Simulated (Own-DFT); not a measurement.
GaP (zincblende, atoms displaced) (calculated)

Computed with Own-DFT development build. A calculation, not a measurement: plane-wave PBE density functional theory by an unreviewed code, no spin, of a simulated periodic cell, stress positive in tension, free energy of the whole cell less one offset for each atom, forces on such cells passed a denser k mesh, this cell's mesh not checked; offsets are fitted by least squares, one for each functional and potential file, so energies compare only between cells with the same atoms and settings and are not formation energies; the far tail of each file's local potential was reset to the Coulomb form; each entry is a single point on an unrelaxed cell, so the pressure reflects the starting lattice, mostly measured values (interpolated for alloys), from which strain is counted, and rises with the displacements; printed positions are rounded, which can move forces by about a meV/angstrom; the program, named Own-DFT, is a retired in-house code; no spin-orbit coupling.

Common to all runs: functional PBE; potential files PseudoDojo norm-conserving, scalar-relativistic, standard set; wave cutoff 42 hartree; occupations Fermi-Dirac; smearing width 0.1 eV; k mesh 2 x 3 x 3 centred on Gamma.

```json
{"entry": 1, "formula": "GaP", "kind": "zincblende, atoms displaced", "structure": {"cell_angstrom": [[16.3515, 0.0, 0.0], [0.0, 10.901, 0.0], [0.0, 0.0, 10.901]], "atoms_fractional": [["Ga", 0.98839, 0.99433, 0.98523], ["Ga", 0.99054, 0.21868, 0.25518], ["Ga", 0.16768, 0.9894, 0.24324], ["Ga", 0.14924, 0.26297, 0.00638], ["P", 0.05684, 0.09636, 0.12791], ["P", 0.09575, 0.38436, 0.38268], ["P", 0.24436, 0.12349, 0.36414], ["P", 0.25497, 0.40306, 0.1409], ["Ga", 0.00273, 0.98278, 0.49757], ["Ga", 0.98251, 0.24623, 0.75085], ["Ga", 0.15859, 0.98705, 0.73645], ["Ga", 0.17155, 0.24936, 0.51252], ["P", 0.07721, 0.12145, 0.61641], ["P", 0.08413, 0.41191, 0.86056], ["P", 0.26692, 0.11415, 0.88447], ["P", 0.2499, 0.37342, 0.63791], ["Ga", 0.00942, 0.48585, 0.02746], ["Ga", 0.01692, 0.76086, 0.22858], ["Ga", 0.1725, 0.5056, 0.26152], ["Ga", 0.16889, 0.75439, 0.97816], ["P", 0.07372, 0.62336, 0.13208], ["P", 0.08062, 0.8703, 0.40047], ["P", 0.25222, 0.6092, 0.38334], ["P", 0.23496, 0.87519, 0.11815], ["Ga", 0.98895, 0.5069, 0.50159], ["Ga", 0.99165, 0.76803, 0.73884], ["Ga", 0.14943, 0.50838, 0.74022], ["Ga", 0.16573, 0.76107, 0.51776], ["P", 0.08775, 0.61995, 0.61288], ["P", 0.09019, 0.86667, 0.86842], ["P", 0.23863, 0.639, 0.87932], ["P", 0.23792, 0.8816, 0.62824], ["Ga", 0.33371, 0.9753, 0.01039], ["Ga", 0.35798, 0.26737, 0.25218], ["Ga", 0.49377, 0.01658, 0.25285], ["Ga", 0.50244, 0.24773, 0.99883], ["P", 0.4306, 0.12969, 0.13607], ["P", 0.41397, 0.37898, 0.34595], ["P", 0.59025, 0.10592, 0.37952], ["P", 0.58452, 0.37441, 0.12922], ["Ga", 0.34229, 0.01751, 0.49544], ["Ga", 0.33204, 0.25, 0.7616], ["Ga", 0.50954, 0.02782, 0.74714], ["Ga", 0.52329, 0.227, 0.51181], ["P", 0.43025, 0.11964, 0.62784], ["P", 0.42627, 0.35831, 0.88863], ["P", 0.56798, 0.13589, 0.87322], ["P", 0.57349, 0.38572, 0.61553], ["Ga", 0.34539, 0.49425, 0.99175], ["Ga", 0.33237, 0.7463, 0.25166], ["Ga", 0.49863, 0.4884, 0.23637], ["Ga", 0.49302, 0.74815, 0.00189], ["P", 0.40668, 0.62791, 0.1081], ["P", 0.40969, 0.86865, 0.37466], ["P", 0.59499, 0.62361, 0.36465], ["P", 0.58023, 0.88296, 0.12115], ["Ga", 0.31678, 0.49985, 0.52119], ["Ga", 0.33193, 0.74268, 0.73838], ["Ga", 0.49258, 0.48954, 0.74148], ["Ga", 0.50676, 0.74569, 0.47836], ["P", 0.41756, 0.62769, 0.62666], ["P", 0.41564, 0.89411, 0.89404], ["P", 0.58802, 0.60653, 0.88007], ["P", 0.58614, 0.87798, 0.64229], ["Ga", 0.67071, 0.98171, 0.02565], ["Ga", 0.67497, 0.26065, 0.26575], ["Ga", 0.83521, 0.98885, 0.22493], ["Ga", 0.83719, 0.26503, 0.99447], ["P", 0.74914, 0.14582, 0.12493], ["P", 0.75412, 0.37727, 0.38788], ["P", 0.91565, 0.1278, 0.34722], ["P", 0.91476, 0.37731, 0.15237], ["Ga", 0.65859, 0.00457, 0.49145], ["Ga", 0.66652, 0.22236, 0.73024], ["Ga", 0.84081, 0.98263, 0.75496], ["Ga", 0.84663, 0.25601, 0.47421], ["P", 0.73098, 0.10871, 0.62536], ["P", 0.75237, 0.38994, 0.83459], ["P", 0.90859, 0.13016, 0.87971], ["P", 0.91845, 0.3893, 0.63605], ["Ga", 0.67295, 0.49572, 0.99293], ["Ga", 0.65028, 0.73779, 0.25792], ["Ga", 0.84537, 0.48936, 0.27952], ["Ga", 0.84104, 0.7288, 0.00761], ["P", 0.74985, 0.61857, 0.11528], ["P", 0.74112, 0.89425, 0.36346], ["P", 0.93077, 0.61719, 0.38629], ["P", 0.91815, 0.85291, 0.1288], ["Ga", 0.67741, 0.50043, 0.51486], ["Ga", 0.66384, 0.75023, 0.77755], ["Ga", 0.83448, 0.49646, 0.76754], ["Ga", 0.83136, 0.73224, 0.51431], ["P", 0.74941, 0.62263, 0.63004], ["P", 0.73676, 0.87227, 0.87393], ["P", 0.92272, 0.60841, 0.87353], ["P", 0.89964, 0.86259, 0.61534]]}, "results": {"free_energy_of_cell_above_offsets [eV]": "-16.490", "pressure [GPa]": 8.73, "stress_xx [GPa]": -8.38, "stress_yy [GPa]": -9.17, "stress_zz [GPa]": -8.63, "stress_yz [GPa]": -0.73, "stress_xz [GPa]": 0.99, "stress_xy [GPa]": -0.49, "force_element": ["Ga", "Ga", "Ga", "Ga", "P", "P", "P", "P", "Ga", "Ga", "Ga", "Ga", "P", "P", "P", "P", "Ga", "Ga", "Ga", "Ga", "P", "P", "P", "P", "Ga", "Ga", "Ga", "Ga", "P", "P", "P", "P", "Ga", "Ga", "Ga", "Ga", "P", "P", "P", "P", "Ga", "Ga", "Ga", "Ga", "P", "P", "P", "P", "Ga", "Ga", "Ga", "Ga", "P", "P", "P", "P", "Ga", "Ga", "Ga", "Ga", "P", "P", "P", "P", "Ga", "Ga", "Ga", "Ga", "P", "P", "P", "P", "Ga", "Ga", "Ga", "Ga", "P", "P", "P", "P", "Ga", "Ga", "Ga", "Ga", "P", "P", "P", "P", "Ga", "Ga", "Ga", "Ga", "P", "P", "P", "P"], "force_x [eV/angstrom]": [0.512, 6.649, -1.968, 1.504, 3.183, -2.19, 1.531, 0.427, -3.216, 2.428, -0.363, -0.394, -0.488, -3.635, -2.871, -0.901, -1.837, -1.083, -1.688, -2.096, 4.41, 1.881, -0.081, 1.828, 4.444, 1.261, 4.995, 0.457, -2.677, -3.619, 3.952, 4.766, -1.39, -7.303, 1.946, 0.988, -3.409, 5.049, -2.46, 1.621, -1.475, 1.033, -0.757, -1.561, -3.236, -2.159, 5.046, 2.147, -2.604, -1.174, 0.024, 1.211, 1.524, 1.124, -4.145, -2.257, 2.791, -0.952, 0.166, -0.154, 0.092, 2.636, -2.407, -0.628, 1.268, -1.4, -1.223, -1.534, 0.432, -0.685, -5.751, 1.439, 2.38, -3.109, -2.65, -0.243, 5.766, -5.648, -0.095, -0.84, 0.41, 4.817, -1.557, -0.73, 0.004, 1.154, -3.409, -0.483, -1.737, -1.682, 4.096, -1.135, -0.028, 4.126, 0.911, 2.691], "force_y [eV/angstrom]": [-1.676, 7.074, 1.405, -0.283, 1.1, -1.606, 0.942, -2.633, 2.74, 0.522, 2.917, -0.237, 0.456, -5.639, 0.298, -0.873, -0.324, 1.387, 0.368, 0.676, -0.832, -1.631, 3.658, -1.773, -3.501, -2.224, 1.776, -2.286, 1.951, 1.741, -4.365, -0.238, 2.839, -7.296, -3.361, -0.037, 1.089, 6.549, 3.914, -0.875, -0.782, -0.432, -4.724, 0.968, 2.183, 2.332, 0.3, -0.728, -0.211, -0.579, 2.351, 0.488, 0.468, 0.914, -5.609, -2.09, 0.241, 1.808, 0.693, 0.601, -0.641, -2.756, 1.125, -0.791, 2.644, -0.776, 1.035, 1.198, -1.394, 0.438, -6.621, -1.795, -4.111, 4.557, 1.139, -0.558, -1.993, -6.25, -1.238, -1.406, -1.283, 5.689, 2.201, 0.031, -0.216, -2.366, 4.6, 1.534, -0.465, -2.161, 4.554, -0.645, 0.721, 1.963, 1.649, 2.486], "force_z [eV/angstrom]": [-0.183, -4.31, 1.683, 0.012, -0.344, 0.419, 0.515, -2.149, 1.254, -0.569, 1.949, -1.338, 1.26, 4.32, -0.157, 1.402, -1.572, 4.014, -0.786, 4.065, -1.133, -4.527, 0.254, 0.35, 2.742, 0.843, -1.051, -1.68, -0.74, -0.611, -3.449, -0.946, 2.225, -6.059, 1.875, 3.066, -2.814, 9.439, -3.866, -1.078, -0.077, -0.184, 0.096, -1.026, -1.586, -2.613, 1.314, -0.185, -0.477, -0.452, -0.062, -0.92, 2.233, -0.126, 4.504, 2.255, -0.902, 1.761, 1.731, 1.685, -1.267, -4.144, -0.708, -1.411, -1.802, -0.672, 0.952, 0.625, -0.829, 0.016, 6.694, -2.619, 3.306, 3.569, 0.452, 2.606, -2.366, 4.831, -0.596, -1.449, 0.425, -5.339, -0.616, -1.481, 2.426, 0.012, -3.603, -1.487, -0.836, -2.831, -3.742, -3.527, 2.25, 2.371, 1.008, 0.487]}}
{"entry": 2, "formula": "GaP", "kind": "zincblende, atoms displaced", "structure": {"cell_angstrom": [[16.3515, 0.0, 0.0], [0.0, 10.901, 0.0], [0.0, 0.0, 10.901]], "atoms_fractional": [["Ga", 0.01894, 0.9997, 0.9957], ["Ga", 0.00659, 0.23446, 0.21898], ["Ga", 0.1704, 0.01188, 0.25445], ["Ga", 0.17061, 0.26804, 0.99472], ["P", 0.07547, 0.1116, 0.12994], ["P", 0.08578, 0.3813, 0.37253], ["P", 0.24504, 0.13718, 0.38406], ["P", 0.25277, 0.35044, 0.12905], ["Ga", 0.99695, 0.00472, 0.47993], ["Ga", 0.98253, 0.25215, 0.72589], ["Ga", 0.16729, 0.99887, 0.73069], ["Ga", 0.16631, 0.26312, 0.51386], ["P", 0.08794, 0.12369, 0.63558], ["P", 0.09252, 0.41238, 0.86615], ["P", 0.25432, 0.11457, 0.86609], ["P", 0.25405, 0.39168, 0.62891], ["Ga", 0.99429, 0.52049, 0.00587], ["Ga", 0.99135, 0.75761, 0.2363], ["Ga", 0.17009, 0.48499, 0.2645], ["Ga", 0.15755, 0.76361, 0.00549], ["P", 0.07972, 0.62958, 0.1313], ["P", 0.07763, 0.87335, 0.37279], ["P", 0.24262, 0.61252, 0.38829], ["P", 0.24078, 0.88055, 0.13583], ["Ga", 0.99977, 0.50841, 0.50197], ["Ga", 0.99557, 0.76702, 0.72868], ["Ga", 0.17508, 0.50283, 0.73209], ["Ga", 0.16663, 0.76954, 0.50985], ["P", 0.08239, 0.64096, 0.62683], ["P", 0.09742, 0.86601, 0.89461], ["P", 0.24277, 0.60419, 0.87478], ["P", 0.26472, 0.88575, 0.63864], ["Ga", 0.33462, 0.98804, 0.01891], ["Ga", 0.33726, 0.24232, 0.25184], ["Ga", 0.49915, 0.00132, 0.25492], ["Ga", 0.4864, 0.26958, 0.99085], ["P", 0.41073, 0.11802, 0.12648], ["P", 0.42592, 0.35845, 0.38595], ["P", 0.5822, 0.13665, 0.40466], ["P", 0.59158, 0.38092, 0.14019], ["Ga", 0.31831, 0.98944, 0.49409], ["Ga", 0.32571, 0.23734, 0.75232], ["Ga", 0.501, 0.01723, 0.73857], ["Ga", 0.50109, 0.24862, 0.49778], ["P", 0.44612, 0.14436, 0.61334], ["P", 0.41674, 0.40646, 0.87455], ["P", 0.56918, 0.1282, 0.91345], ["P", 0.57469, 0.38616, 0.61681], ["Ga", 0.32834, 0.4777, 0.013], ["Ga", 0.33775, 0.74669, 0.24185], ["Ga", 0.4934, 0.48907, 0.25381], ["Ga", 0.5047, 0.75903, 0.01086], ["P", 0.43081, 0.61426, 0.1333], ["P", 0.42591, 0.87548, 0.38467], ["P", 0.58683, 0.6507, 0.36554], ["P", 0.58392, 0.87007, 0.12149], ["Ga", 0.33453, 0.48816, 0.49002], ["Ga", 0.3282, 0.73718, 0.73785], ["Ga", 0.4953, 0.49381, 0.7585], ["Ga", 0.48424, 0.74433, 0.50738], ["P", 0.41441, 0.60126, 0.6441], ["P", 0.40473, 0.88546, 0.87842], ["P", 0.58813, 0.63675, 0.8813], ["P", 0.57959, 0.88993, 0.61907], ["Ga", 0.67241, 0.00979, 0.99101], ["Ga", 0.67259, 0.26922, 0.25005], ["Ga", 0.8354, 0.00378, 0.24956], ["Ga", 0.82581, 0.24415, 0.01243], ["P", 0.74627, 0.12517, 0.11851], ["P", 0.75273, 0.37057, 0.37709], ["P", 0.91711, 0.10687, 0.39292], ["P", 0.91949, 0.36881, 0.11138], ["Ga", 0.66956, 0.00807, 0.49748], ["Ga", 0.66574, 0.23946, 0.73648], ["Ga", 0.84598, 0.01279, 0.73526], ["Ga", 0.8281, 0.24831, 0.49917], ["P", 0.74594, 0.12519, 0.60938], ["P", 0.74316, 0.37123, 0.87861], ["P", 0.9276, 0.13649, 0.88475], ["P", 0.8989, 0.36383, 0.60778], ["Ga", 0.67116, 0.49798, 0.00368], ["Ga", 0.66889, 0.75276, 0.25686], ["Ga", 0.83317, 0.50237, 0.24711], ["Ga", 0.83993, 0.73096, 0.00376], ["P", 0.73789, 0.61076, 0.13077], ["P", 0.75201, 0.86137, 0.37631], ["P", 0.93202, 0.6335, 0.35689], ["P", 0.89066, 0.88737, 0.13913], ["Ga", 0.68493, 0.48918, 0.48882], ["Ga", 0.66344, 0.74432, 0.74526], ["Ga", 0.8299, 0.49072, 0.78161], ["Ga", 0.81737, 0.76976, 0.48466], ["P", 0.74993, 0.61917, 0.60628], ["P", 0.75687, 0.87911, 0.89252], ["P", 0.91891, 0.6329, 0.87528], ["P", 0.92385, 0.89741, 0.62636]]}, "results": {"free_energy_of_cell_above_offsets [eV]": "-21.936", "pressure [GPa]": 7.32, "stress_xx [GPa]": -6.76, "stress_yy [GPa]": -7.55, "stress_zz [GPa]": -7.64, "stress_yz [GPa]": 1.1, "stress_xz [GPa]": -0.13, "stress_xy [GPa]": 1.79, "force_element": ["Ga", "Ga", "Ga", "Ga", "P", "P", "P", "P", "Ga", "Ga", "Ga", "Ga", "P", "P", "P", "P", "Ga", "Ga", "Ga", "Ga", "P", "P", "P", "P", "Ga", "Ga", "Ga", "Ga", "P", "P", "P", "P", "Ga", "Ga", "Ga", "Ga", "P", "P", "P", "P", "Ga", "Ga", "Ga", "Ga", "P", "P", "P", "P", "Ga", "Ga", "Ga", "Ga", "P", "P", "P", "P", "Ga", "Ga", "Ga", "Ga", "P", "P", "P", "P", "Ga", "Ga", "Ga", "Ga", "P", "P", "P", "P", "Ga", "Ga", "Ga", "Ga", "P", "P", "P", "P", "Ga", "Ga", "Ga", "Ga", "P", "P", "P", "P", "Ga", "Ga", "Ga", "Ga", "P", "P", "P", "P"], "force_x [eV/angstrom]": [-3.016, -3.179, -1.216, -1.607, 4.937, -2.188, 0.475, -0.203, 4.771, 1.975, 0.599, -0.277, -2.091, -2.112, -1.405, 1.234, 1.377, 1.006, 0.711, 4.453, 1.041, 1.194, 1.262, 1.304, -0.255, 1.023, -2.17, 0.179, 0.386, -4.54, 1.252, -2.151, -1.414, 0.334, 1.278, 0.61, 1.405, -2.661, 2.43, -2.474, 2.827, 2.389, 0.681, 3.036, -7.806, -2.837, 1.31, 2.036, 0.275, -0.15, 2.428, -1.68, -2.897, -3.038, -2.387, 1.814, 0.751, 0.626, 4.623, 2.304, -0.916, 1.826, -0.915, 0.429, -1.415, -0.512, -3.216, 1.421, -0.214, 2.286, -4.127, -0.513, -0.956, -1.813, -1.85, -0.588, 1.678, -0.201, -0.953, 2.462, -2.092, 0.13, 1.056, -2.37, 2.636, -4.84, -3.401, 5.264, -4.163, 0.782, 0.576, 6.81, 1.29, 0.351, 0.419, -0.945], "force_y [eV/angstrom]": [-0.839, 3.868, -0.334, -1.506, -0.837, -2.39, -0.25, 1.681, -2.866, -0.064, -0.686, -0.031, 1.356, -2.313, -0.375, -3.267, -1.216, 1.974, 1.394, -5.976, -0.087, 0.369, 1.822, -1.141, -0.217, -1.102, 1.854, -0.421, -1.026, 4.455, 2.6, -1.388, 0.359, -0.383, 0.388, 0.067, 1.013, 1.915, -1.691, 0.389, 1.654, 1.765, -1.274, 4.767, -3.754, -4.08, -0.533, -0.145, 2.519, -0.215, 0.061, -0.937, 1.123, 0.656, -3.512, 2.483, 0.491, -0.82, 1.851, -1.058, 2.112, -1.68, -1.518, -1.715, -1.17, -2.801, 3.402, 0.861, -0.001, -0.632, 5.121, 0.607, -2.288, 1.043, 0.998, -2.197, -0.115, -1.682, -0.614, 3.828, -0.327, 0.703, -0.168, 1.58, 1.848, 7.168, -1.679, -4.591, 1.937, 1.407, 1.121, -5.868, 1.171, -0.695, -0.122, -1.182], "force_z [eV/angstrom]": [-1.149, 4.062, 1.054, -2.149, -1.346, 1.167, 0.033, 1.575, 3.8, 1.609, 2.765, -0.066, -2.163, 1.015, 2.103, -1.239, -0.434, -0.969, -2.139, 4.349, 0.201, -0.594, -0.628, -0.232, -0.475, 2.608, 0.672, -0.587, -0.195, -7.287, 1.514, -0.306, -0.921, 1.233, -0.086, 1.882, 0.308, -2.439, -5.02, -1.899, -1.849, -1.514, 2.787, -1.312, 4.765, 1.706, -3.289, 0.328, -0.132, 1.126, 1.474, -2.016, -1.714, -1.178, 2.691, 1.732, 0.39, 2.894, -0.97, 1.153, -3.057, -1.252, 0.05, 0.587, 0.448, 0.475, 3.688, -1.842, 2.958, -1.909, -4.401, 0.992, -0.67, 1.223, 2.757, -2.095, 2.176, 0.08, -0.506, 2.336, -1.055, -2.401, 0.203, 1.537, 0.628, -5.277, 2.526, -4.89, 1.103, -0.653, -2.496, 6.144, 2.631, -2.548, -1.779, -2.41]}}
```
